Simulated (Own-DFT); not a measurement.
## Calculated data, AlN (wurtzite, atoms displaced), Si₃N₄ (beta silicon nitride, atoms displaced)

A calculation, not a measurement: plane-wave PBE density functional theory by an unreviewed code, no spin, of a simulated periodic cell, stress positive in tension, free energy of the whole cell less one offset for each atom, forces on such cells moved up to 12 meV/angstrom on a denser k mesh; offsets are fitted by least squares, one for each functional and potential file, so energies compare only between cells with the same atoms and settings and are not formation energies; the far tail of each file's local potential was reset to the Coulomb form; each entry is a single point on an unrelaxed cell, so the pressure reflects the starting lattice, mostly measured values (interpolated for alloys), from which strain is counted, and rises with the displacements; printed positions are rounded, which can move forces by about a meV/angstrom; the program, named Own-DFT, is a retired in-house code; no spin-orbit coupling; before rounding, a Quantum ESPRESSO 7.3.1 run of the same cell and cutoff gave forces within 1 meV/angstrom rms on each cell, which checks the program and not the settings. Program: Own-DFT development build.

Settings shared by all entries: functional PBE; potential files PseudoDojo norm-conserving, scalar-relativistic, standard set; wave cutoff 42 hartree; occupations Fermi-Dirac; smearing width 0.1 eV.

(1) AlN (wurtzite, atoms displaced)

```cif
# cell vector a (Å): 9.3360 0.0000 0.0000
# cell vector b (Å): -4.6680 8.0852 0.0000
# cell vector c (Å): 0.0000 0.0000 9.9640
data_AlN
_symmetry_space_group_name_H-M 'P 1'
_symmetry_Int_Tables_number 1
_cell_length_a 9.3360
_cell_length_b 9.3360
_cell_length_c 9.9640
_cell_angle_alpha 90.000
_cell_angle_beta 90.000
_cell_angle_gamma 120.000
_cell_volume 752.12
loop_
_atom_site_label
_atom_site_type_symbol
_atom_site_fract_x
_atom_site_fract_y
_atom_site_fract_z
_atom_site_occupancy
Al1 Al 0.11257 0.23904 0.99349 1
Al2 Al 0.23138 0.11328 0.26080 1
N1 N 0.09232 0.22900 0.20584 1
N2 N 0.21864 0.11324 0.43307 1
Al3 Al 0.10568 0.23357 0.49565 1
Al4 Al 0.22461 0.11676 0.75319 1
N3 N 0.10324 0.20942 0.69063 1
N4 N 0.22269 0.10894 0.94828 1
Al5 Al 0.10780 0.53916 0.99279 1
Al6 Al 0.24190 0.45660 0.23603 1
N5 N 0.11151 0.54061 0.19374 1
N6 N 0.23474 0.45619 0.42290 1
Al7 Al 0.09895 0.53785 0.51674 1
Al8 Al 0.22797 0.45215 0.76068 1
N7 N 0.11000 0.55289 0.68845 1
N8 N 0.23441 0.45773 0.95501 1
Al9 Al 0.10879 0.89311 0.99536 1
Al10 Al 0.21884 0.78274 0.23008 1
N9 N 0.11372 0.89625 0.21460 1
N10 N 0.24084 0.79540 0.45977 1
Al11 Al 0.11413 0.88850 0.51787 1
Al12 Al 0.21832 0.77152 0.74099 1
N11 N 0.10056 0.89137 0.68692 1
N12 N 0.23607 0.79104 0.94092 1
Al13 Al 0.45282 0.22556 0.98458 1
Al14 Al 0.56695 0.09782 0.25369 1
N13 N 0.45028 0.24109 0.19362 1
N14 N 0.55986 0.12099 0.45375 1
Al15 Al 0.43401 0.21743 0.50423 1
Al16 Al 0.56645 0.11131 0.73777 1
N15 N 0.46074 0.23120 0.69716 1
N16 N 0.56899 0.11979 0.95233 1
Al17 Al 0.43950 0.54814 0.01324 1
Al18 Al 0.54905 0.41936 0.25318 1
N17 N 0.44081 0.55546 0.18415 1
N18 N 0.54714 0.42090 0.46969 1
Al19 Al 0.42831 0.54711 0.50027 1
Al20 Al 0.55972 0.44183 0.74366 1
N19 N 0.45049 0.56245 0.70543 1
N20 N 0.56685 0.46693 0.94358 1
Al21 Al 0.44009 0.89935 0.99920 1
Al22 Al 0.55431 0.77251 0.24085 1
N21 N 0.44683 0.89656 0.17461 1
N22 N 0.53779 0.75842 0.44320 1
Al23 Al 0.42189 0.86817 0.48872 1
Al24 Al 0.55586 0.78557 0.74134 1
N23 N 0.44615 0.89477 0.69816 1
N24 N 0.56451 0.78577 0.92699 1
Al25 Al 0.76468 0.23007 0.02374 1
Al26 Al 0.90394 0.13308 0.23952 1
N25 N 0.79357 0.23213 0.21009 1
N26 N 0.89382 0.10445 0.44303 1
Al27 Al 0.76437 0.21663 0.49134 1
Al28 Al 0.87476 0.11561 0.74694 1
N27 N 0.76631 0.21212 0.69739 1
N28 N 0.89758 0.11888 0.94576 1
Al29 Al 0.80162 0.54747 0.01336 1
Al30 Al 0.89324 0.44157 0.25772 1
N29 N 0.78221 0.54540 0.19389 1
N30 N 0.88332 0.44385 0.43193 1
Al31 Al 0.77101 0.56025 0.50276 1
Al32 Al 0.87979 0.44674 0.75380 1
N31 N 0.77458 0.55327 0.69982 1
N32 N 0.89763 0.45403 0.94034 1
Al33 Al 0.76040 0.89315 0.99312 1
Al34 Al 0.88936 0.78853 0.25315 1
N33 N 0.77739 0.90694 0.18845 1
N34 N 0.91204 0.77367 0.44893 1
Al35 Al 0.79569 0.88676 0.49422 1
Al36 Al 0.89920 0.78445 0.76000 1
N35 N 0.78362 0.89240 0.68951 1
N36 N 0.89002 0.76664 0.93838 1
```

- k mesh: 3 x 3 x 2 centred on Gamma
- free energy of cell above offsets: -14.956 eV
- pressure: 11.84 GPa
- stress xx: -16.05 GPa
- stress yy: -11.7 GPa
- stress zz: -7.76 GPa
- stress yz: -1.68 GPa
- stress xz: -1.27 GPa
- stress xy: -5.96 GPa

Force:
```csv
element,x (eV/Å),y (eV/Å),z (eV/Å)
Al,1.247,-2.768,2.136
Al,-1.339,1.172,-2.91
N,10.37,4.319,-4.126
N,0.038,0.045,4.604
Al,2.144,-0.688,-0.3
Al,0.587,-0.494,0.03
N,-0.576,2.89,0.334
N,-0.437,1.886,-1.02
Al,-1.142,3.749,2.509
Al,-3.567,-3.137,2.376
N,-1.722,2.984,-1.694
N,-2.856,-1.812,2.394
Al,0.229,1.535,-5.684
Al,1.035,-0.959,-0.962
N,-0.373,-0.949,3.629
N,-0.361,-1.821,-2.714
Al,0.231,-0.922,1.108
Al,1.35,-1.799,1.784
N,-0.688,-0.438,-3.304
N,-12.07,-6.94,-3.48
Al,1.369,1.467,-4.788
Al,0.164,2.264,1.108
N,2.606,0.601,4.036
N,-2.786,-2.585,-0.744
Al,-1.275,1.772,1.575
Al,-2.052,2.152,1.136
N,0.429,-10,-3.555
N,-2.259,-3.765,-2.694
Al,0.216,-3.176,0.917
Al,-4.046,-1.417,2.243
N,-1.834,-3.002,0.106
N,-1.632,-0.576,-1.735
Al,2.965,2.745,-4.456
Al,0.707,9.591,3.378
N,3.857,1.274,2.576
N,-1.083,5.685,-3.487
Al,2.852,0.005,2.049
Al,-1.461,2.292,2.144
N,-1.219,-1.47,-2.183
N,1.479,-2.843,-0.233
Al,3.136,-0.191,-2.725
Al,-0.32,0.852,1.239
N,0.278,-1.367,3.619
N,1.812,2.358,-1.623
Al,12.21,6.672,4.135
Al,1.43,-0.232,0.561
N,-0.883,-1.152,-1.585
N,-3.317,-1.342,1.805
Al,3.824,0.45,-1.652
Al,-4.22,-6.507,3.809
N,-3.765,-1.283,-2.171
N,-2.346,0.821,-0.884
Al,3.867,1.336,1.45
Al,3.617,-1.734,1.201
N,2.095,4.716,-2.569
N,-2.135,0.221,-0.579
Al,-5.905,3.076,-0.893
Al,0.631,2.328,-0.832
N,-1.211,1.211,1.444
N,0.598,-0.032,4.51
Al,1.432,-1.401,0.758
Al,0.875,-1.276,-0.444
N,1.103,1.679,-1.721
N,1.891,-3.212,-0.694
Al,3.836,0.843,0.799
Al,0.493,-0.892,-0.149
N,0.628,-1.803,0.309
N,-3.866,-0.445,-1.761
Al,-1.737,-0.192,1.467
Al,-2.72,-1.228,-1.213
N,-0.233,-0.308,-0.228
N,-0.189,1.169,2.511
```

(2) AlN (wurtzite, atoms displaced)

```cif
# cell vector a (Å): 9.3360 0.0000 0.0000
# cell vector b (Å): -4.6680 8.0852 0.0000
# cell vector c (Å): 0.0000 0.0000 9.9640
data_AlN
_symmetry_space_group_name_H-M 'P 1'
_symmetry_Int_Tables_number 1
_cell_length_a 9.3360
_cell_length_b 9.3360
_cell_length_c 9.9640
_cell_angle_alpha 90.000
_cell_angle_beta 90.000
_cell_angle_gamma 120.000
_cell_volume 752.12
loop_
_atom_site_label
_atom_site_type_symbol
_atom_site_fract_x
_atom_site_fract_y
_atom_site_fract_z
_atom_site_occupancy
Al1 Al 0.12190 0.21689 0.98464 1
Al2 Al 0.21763 0.12220 0.24242 1
N1 N 0.11036 0.22665 0.19451 1
N2 N 0.21270 0.11122 0.45100 1
Al3 Al 0.11482 0.21494 0.51232 1
Al4 Al 0.20806 0.09840 0.74009 1
N3 N 0.10073 0.23596 0.70206 1
N4 N 0.21626 0.12702 0.93654 1
Al5 Al 0.10850 0.55539 0.01777 1
Al6 Al 0.22125 0.43916 0.26404 1
N5 N 0.11668 0.56302 0.19208 1
N6 N 0.23245 0.45398 0.43678 1
Al7 Al 0.10004 0.55148 0.50396 1
Al8 Al 0.22434 0.46615 0.76895 1
N7 N 0.11480 0.55395 0.70513 1
N8 N 0.21781 0.44934 0.92687 1
Al9 Al 0.11103 0.89905 0.00213 1
Al10 Al 0.22537 0.77646 0.23794 1
N9 N 0.11844 0.92177 0.18411 1
N10 N 0.23180 0.78588 0.44395 1
Al11 Al 0.09154 0.86209 0.50098 1
Al12 Al 0.21465 0.77873 0.75609 1
N11 N 0.10372 0.89306 0.69276 1
N12 N 0.22727 0.77639 0.94298 1
Al13 Al 0.43431 0.22107 0.01614 1
Al14 Al 0.55173 0.10619 0.26193 1
N13 N 0.43791 0.23751 0.18603 1
N14 N 0.55562 0.11473 0.44375 1
Al15 Al 0.45263 0.24189 0.48260 1
Al16 Al 0.54696 0.10819 0.75152 1
N15 N 0.43177 0.22782 0.68264 1
N16 N 0.53640 0.10534 0.95213 1
Al17 Al 0.44792 0.55557 0.99565 1
Al18 Al 0.54514 0.44115 0.26268 1
N17 N 0.42743 0.55259 0.18542 1
N18 N 0.57344 0.44812 0.46152 1
Al19 Al 0.42384 0.55248 0.50725 1
Al20 Al 0.53850 0.43962 0.74957 1
N19 N 0.43294 0.56380 0.69966 1
N20 N 0.57324 0.45319 0.93287 1
Al21 Al 0.44437 0.90778 0.99209 1
Al22 Al 0.56153 0.77420 0.24003 1
N21 N 0.42227 0.88672 0.17764 1
N22 N 0.55768 0.78412 0.43349 1
Al23 Al 0.44255 0.91860 0.48771 1
Al24 Al 0.56747 0.79312 0.73544 1
N23 N 0.46476 0.89509 0.68663 1
N24 N 0.56399 0.77856 0.95840 1
Al25 Al 0.78050 0.25068 0.00755 1
Al26 Al 0.89100 0.10117 0.24393 1
N25 N 0.77578 0.21198 0.19773 1
N26 N 0.87132 0.10203 0.44260 1
Al27 Al 0.80026 0.22439 0.49537 1
Al28 Al 0.89643 0.09811 0.74162 1
N27 N 0.78528 0.24683 0.68878 1
N28 N 0.89541 0.12420 0.93001 1
Al29 Al 0.79867 0.56429 0.98739 1
Al30 Al 0.89156 0.44850 0.25182 1
N29 N 0.79221 0.56751 0.19231 1
N30 N 0.88540 0.43286 0.42803 1
Al31 Al 0.78706 0.56518 0.50561 1
Al32 Al 0.89503 0.43329 0.73797 1
N31 N 0.77781 0.55505 0.67086 1
N32 N 0.87386 0.41373 0.92697 1
Al33 Al 0.78100 0.87633 0.97652 1
Al34 Al 0.90036 0.77407 0.24645 1
N33 N 0.78670 0.90114 0.19332 1
N34 N 0.91022 0.81286 0.41048 1
Al35 Al 0.79367 0.90081 0.51116 1
Al36 Al 0.88388 0.77449 0.74181 1
N35 N 0.77809 0.87658 0.70279 1
N36 N 0.88689 0.79215 0.94363 1
```

- k mesh: 3 x 3 x 2 centred on Gamma
- free energy of cell above offsets: -10.627 eV
- pressure: 13.35 GPa
- stress xx: -10.23 GPa
- stress yy: -17.26 GPa
- stress zz: -12.56 GPa
- stress yz: -0.51 GPa
- stress xz: 0.95 GPa
- stress xy: 0 GPa

Force:
```csv
element,x (eV/Å),y (eV/Å),z (eV/Å)
Al,-10,5.139,3.138
Al,0.418,0.809,2.883
N,-0.667,0.935,-1.221
N,2.743,-0.614,-1.837
Al,-2.514,1.981,-0.332
Al,0.355,5.053,1.094
N,3.48,-0.139,-2.451
N,8.665,-5.37,-2.499
Al,1.27,-0.875,-4.484
Al,-0.748,0.387,-3.642
N,-0.74,-1.854,1.941
N,-3.465,-2.652,2.469
Al,2.022,0.811,-0.247
Al,1.731,-1.995,-7.053
N,-2.814,2.593,-3.507
N,0.997,-0.495,10.24
Al,0.409,0.343,-0.888
Al,-2.509,1.182,2.201
N,1.537,-4.834,-0.344
N,-2.437,-2.25,-0.765
Al,2.03,3.866,-0.407
Al,1.536,-0.046,-0.587
N,0.734,-3.26,-0.931
N,-2.77,-0.023,-0.201
Al,0.717,0.999,-5.176
Al,0.23,-0.129,-2.953
N,1.321,-0.914,4.463
N,0.081,4.933,-1.274
Al,-0.68,-4.977,3.386
Al,0.294,2.4,-0.21
N,0.943,-1.59,0.373
N,0.595,5.655,-2.555
Al,-0.467,-0.008,-0.129
Al,0.571,2.747,-1.043
N,2.271,-0.346,0.885
N,-3.007,2.997,-3.674
Al,3.865,3.538,1.02
Al,0.814,0.563,-0.757
N,1.792,0.097,-1.187
N,-1.032,-0.706,1.293
Al,2.578,-5.678,2.14
Al,-0.749,1.242,0.111
N,3.783,2.309,1.404
N,0.071,-0.372,1.441
Al,3.067,-5.91,2.829
Al,-1.053,-3.413,2.819
N,-4.291,1.271,-0.447
N,-2.395,0.347,-2.538
Al,0.656,-11.99,3.856
Al,-0.713,2.321,0.906
N,-1.21,1.959,-0.53
N,4.847,0.138,-0.645
Al,-5.341,1.219,2.217
Al,-3.797,2.305,2.842
N,-0.319,-9.454,-3.23
N,-0.221,-1.776,0.868
Al,-1.66,-0.948,0.864
Al,0.151,-1.065,-1.689
N,-0.597,-2.686,-1.333
N,0.206,2.488,2.883
Al,0.627,-0.216,-5.686
Al,-1.26,5.952,3.083
N,0.541,0.945,6.677
N,0.408,12.12,-2.554
Al,-7.412,6.823,4.598
Al,-2.003,2.987,-4.219
N,0.458,-4.574,-2.149
N,-1.214,-2.588,7.33
Al,-1.881,-2.62,-2.945
Al,2.013,-2.302,2.081
N,-0.005,2.235,-2.822
N,9.15,-5.02,-3.194
```

(3) Si₃N₄ (beta silicon nitride, atoms displaced)

```cif
# cell vector a (Å): 15.2120 0.0000 0.0000
# cell vector b (Å): -7.6060 13.1740 0.0000
# cell vector c (Å): 0.0000 0.0000 5.8180
data_Si3N4
_symmetry_space_group_name_H-M 'P 1'
_symmetry_Int_Tables_number 1
_cell_length_a 15.2120
_cell_length_b 15.2120
_cell_length_c 5.8180
_cell_angle_alpha 90.000
_cell_angle_beta 90.000
_cell_angle_gamma 120.000
_cell_volume 1165.94
loop_
_atom_site_label
_atom_site_type_symbol
_atom_site_fract_x
_atom_site_fract_y
_atom_site_fract_z
_atom_site_occupancy
Si1 Si 0.08874 0.38521 0.12271 1
Si2 Si 0.11571 0.20095 0.11932 1
Si3 Si 0.29934 0.41464 0.11982 1
Si4 Si 0.41571 0.11370 0.37083 1
Si5 Si 0.38775 0.29920 0.38388 1
Si6 Si 0.20174 0.08576 0.36904 1
N1 N 0.16571 0.01753 0.11788 1
N2 N 0.48544 0.14909 0.13249 1
N3 N 0.35215 0.33524 0.12279 1
N4 N 0.33394 0.48329 0.37174 1
N5 N 0.01652 0.35047 0.37162 1
N6 N 0.15071 0.16578 0.38039 1
N7 N 0.16304 0.33119 0.12717 1
N8 N 0.33075 0.16271 0.37910 1
Si7 Si 0.08497 0.38477 0.62659 1
Si8 Si 0.11595 0.20058 0.62621 1
Si9 Si 0.29618 0.41032 0.62326 1
Si10 Si 0.41047 0.11463 0.87073 1
Si11 Si 0.38270 0.29727 0.87986 1
Si12 Si 0.20279 0.08613 0.87181 1
N9 N 0.16612 0.01531 0.62265 1
N10 N 0.48463 0.15103 0.62594 1
N11 N 0.35101 0.33542 0.62456 1
N12 N 0.33217 0.48420 0.87427 1
N13 N 0.01773 0.35008 0.87210 1
N14 N 0.15067 0.16902 0.87731 1
N15 N 0.16490 0.33278 0.62530 1
N16 N 0.33119 0.16501 0.87998 1
Si13 Si 0.08879 0.88622 0.12279 1
Si14 Si 0.11627 0.70184 0.12289 1
Si15 Si 0.29810 0.91229 0.12465 1
Si16 Si 0.41399 0.61391 0.37216 1
Si17 Si 0.38621 0.79754 0.37693 1
Si18 Si 0.20212 0.58669 0.37346 1
N17 N 0.16449 0.51514 0.12559 1
N18 N 0.48408 0.65031 0.12790 1
N19 N 0.35217 0.83527 0.12668 1
N20 N 0.33228 0.98426 0.37656 1
N21 N 0.01642 0.85017 0.37551 1
N22 N 0.14843 0.66700 0.37386 1
N23 N 0.16572 0.83416 0.12833 1
N24 N 0.33539 0.66995 0.37463 1
Si19 Si 0.08572 0.88376 0.62564 1
Si20 Si 0.11628 0.70298 0.61743 1
Si21 Si 0.29942 0.91540 0.62320 1
Si22 Si 0.41262 0.61534 0.86898 1
Si23 Si 0.38597 0.79989 0.87508 1
Si24 Si 0.20495 0.58833 0.87398 1
N25 N 0.16647 0.51609 0.62975 1
N26 N 0.48414 0.65005 0.62436 1
N27 N 0.35019 0.83316 0.62922 1
N28 N 0.33554 0.98499 0.87783 1
N29 N 0.01280 0.84693 0.86849 1
N30 N 0.14991 0.66618 0.87587 1
N31 N 0.16470 0.83235 0.62482 1
N32 N 0.33299 0.66640 0.87410 1
Si25 Si 0.58272 0.38379 0.12406 1
Si26 Si 0.61706 0.20096 0.12436 1
Si27 Si 0.79424 0.41130 0.12795 1
Si28 Si 0.91666 0.11620 0.37355 1
Si29 Si 0.88365 0.29709 0.37692 1
Si30 Si 0.70450 0.08810 0.37245 1
N33 N 0.66519 0.01609 0.12073 1
N34 N 0.98468 0.15102 0.12729 1
N35 N 0.85210 0.33605 0.12728 1
N36 N 0.83290 0.48445 0.37307 1
N37 N 0.51524 0.34913 0.37221 1
N38 N 0.65198 0.16594 0.37974 1
N39 N 0.66510 0.33176 0.12291 1
N40 N 0.83323 0.16907 0.37236 1
Si31 Si 0.58642 0.38451 0.62644 1
Si32 Si 0.61738 0.20087 0.62295 1
Si33 Si 0.79623 0.41209 0.62960 1
Si34 Si 0.91130 0.11343 0.87693 1
Si35 Si 0.88677 0.29891 0.87250 1
Si36 Si 0.70058 0.08736 0.87845 1
N41 N 0.66391 0.01542 0.62374 1
N42 N 0.98531 0.15155 0.62154 1
N43 N 0.84996 0.33444 0.62666 1
N44 N 0.83268 0.48206 0.87424 1
N45 N 0.51755 0.35146 0.87666 1
N46 N 0.65107 0.16567 0.87119 1
N47 N 0.66865 0.33502 0.62124 1
N48 N 0.83499 0.16777 0.87411 1
Si37 Si 0.58657 0.88360 0.12461 1
Si38 Si 0.61802 0.70311 0.12611 1
Si39 Si 0.79870 0.91310 0.12573 1
Si40 Si 0.91464 0.61620 0.37422 1
Si41 Si 0.88048 0.79425 0.37869 1
Si42 Si 0.69987 0.58522 0.37633 1
N49 N 0.66748 0.51699 0.12011 1
N50 N 0.98448 0.65089 0.12167 1
N51 N 0.85192 0.83433 0.12303 1
N52 N 0.83319 0.98610 0.37173 1
N53 N 0.51751 0.85213 0.37374 1
N54 N 0.64926 0.66201 0.37315 1
N55 N 0.66705 0.83315 0.12248 1
N56 N 0.83199 0.66537 0.37508 1
Si43 Si 0.58926 0.88607 0.62503 1
Si44 Si 0.61666 0.69991 0.62728 1
Si45 Si 0.79853 0.91257 0.62669 1
Si46 Si 0.91429 0.61632 0.86683 1
Si47 Si 0.88866 0.79953 0.87693 1
Si48 Si 0.70194 0.58705 0.88310 1
N57 N 0.66443 0.51270 0.62630 1
N58 N 0.98429 0.65061 0.62269 1
N59 N 0.85030 0.83507 0.62095 1
N60 N 0.83205 0.98347 0.87540 1
N61 N 0.51462 0.85005 0.87222 1
N62 N 0.64971 0.66539 0.87767 1
N63 N 0.66739 0.83481 0.63144 1
N64 N 0.83242 0.66506 0.87001 1
```

* k mesh: 2 x 2 x 4 centred on Gamma
* free energy of cell above offsets: -19.231 eV
* pressure: 5.65 GPa
* stress xx: -4.72 GPa
* stress yy: -4.34 GPa
* stress zz: -7.89 GPa
* stress yz: 0.15 GPa
* stress xz: 1.08 GPa
* stress xy: 0 GPa

Force:
```csv
element,x (eV/Å),y (eV/Å),z (eV/Å)
Si,-0.352,-0.497,0.381
Si,-1.113,1.34,2.297
Si,-1.246,-1.735,0.727
Si,-2.165,0.428,1.453
Si,-0.924,-2.255,-1.706
Si,0.189,0.726,0.917
N,-0.36,-1.245,0.405
N,0.46,-0.039,-2.354
N,-0.593,0.543,1.432
N,0.28,0.309,0.438
N,-0.794,-0.028,0.484
N,0.331,-0.582,-1.476
N,2.142,0.642,-0.219
N,1.128,1.602,-0.16
Si,1.468,-0.002,-1.192
Si,-1.328,1.664,-0.329
Si,-1.423,0.314,-0.092
Si,0.677,0.767,1.13
Si,1.301,-0.676,-0.889
Si,-0.644,0.91,-0.611
N,-0.405,-0.472,0.149
N,0.641,-0.099,-0.14
N,0.208,0.035,0.832
N,0.509,0.379,-0.841
N,-1.178,-0.182,0.768
N,2.013,-1.741,-0.933
N,0.685,-0.114,-0.013
N,0.43,1.053,-0.228
Si,-0.532,-0.84,0.245
Si,-1.347,0.943,-0.237
Si,-0.641,-0.539,0.373
Si,-1.458,0.478,0.444
Si,0.034,0.295,0.093
Si,0.444,0.761,0.593
N,0.073,0.522,-0.256
N,1.055,0.126,-1.277
N,-0.54,0.46,0.117
N,0.603,0.084,-0.65
N,-1.158,-0.197,-0.608
N,1.665,-1.211,-0.486
N,1.046,-0.078,-0.345
N,0.098,-1.887,-0.021
Si,0.862,0.051,-0.794
Si,-0.673,0.535,1.822
Si,-0.767,-1.856,0.715
Si,-0.481,0.277,1.246
Si,0.265,-1.49,0.385
Si,-0.66,0.071,0.505
N,-0.283,-0.114,-1.068
N,1.074,0.005,-0.325
N,-0.96,1.076,-0.99
N,0.058,-0.18,-0.462
N,1.762,1.363,1.212
N,0.572,-0.436,-0.903
N,0.97,0.886,0.127
N,0.543,0.826,0.046
Si,2.837,0.602,0.111
Si,-0.744,1.037,0.308
Si,0.588,0.12,-0.435
Si,-2.255,0.329,0.336
Si,0.586,0.527,-0.393
Si,0.408,-0.293,0.438
N,-0.203,-0.648,0.876
N,0.731,-0.361,-1.119
N,-0.49,0.171,-0.582
N,0.317,0.298,0.741
N,-0.071,0.323,1.02
N,0.041,-0.423,-1.351
N,-0.738,-0.126,0.095
N,1.359,-1.226,0.106
Si,1.477,-0.554,-0.317
Si,-1.499,1.804,0.381
Si,0.305,0.369,-1.133
Si,-0.175,1.031,-0.52
Si,-0.134,-0.471,0.9
Si,1.907,0.306,-1.383
N,0.067,0.629,0.178
N,0.256,-0.617,1.203
N,-0.091,0.299,-0.135
N,0.291,1.409,0.563
N,-2.086,-1.04,-0.788
N,-0.356,-0.077,0.8
N,-1.058,-1.665,0.103
N,-0.674,-0.551,0.031
Si,0.428,0.238,-0.479
Si,-1.503,0.322,0.066
Si,-0.479,-0.514,-0.054
Si,-1.194,-0.578,-0.752
Si,1.728,0.182,-1.005
Si,2.018,-0.339,0.119
N,-0.677,-1.856,1.832
N,0.447,-0.014,-0.13
N,-0.723,0.514,0.445
N,0.45,-0.383,0.674
N,-0.381,-0.187,0.367
N,-0.892,0.694,0.576
N,0.282,-0.004,0.335
N,-0.065,-0.194,0.035
Si,-0.181,-0.439,-0.053
Si,-1.258,1.555,-0.419
Si,-0.998,0.177,-0.707
Si,-1.022,-1.058,1.404
Si,-1.885,-2.16,-0.781
Si,1.026,0.46,-2.296
N,-0.573,1.221,0.231
N,0.992,0.189,-0.363
N,-0.013,0.118,1.245
N,0.624,0.342,0.018
N,0.614,0.365,0.325
N,0.46,-0.498,-0.143
N,0.711,-1.305,-0.409
N,-0.09,0.977,0.152
```
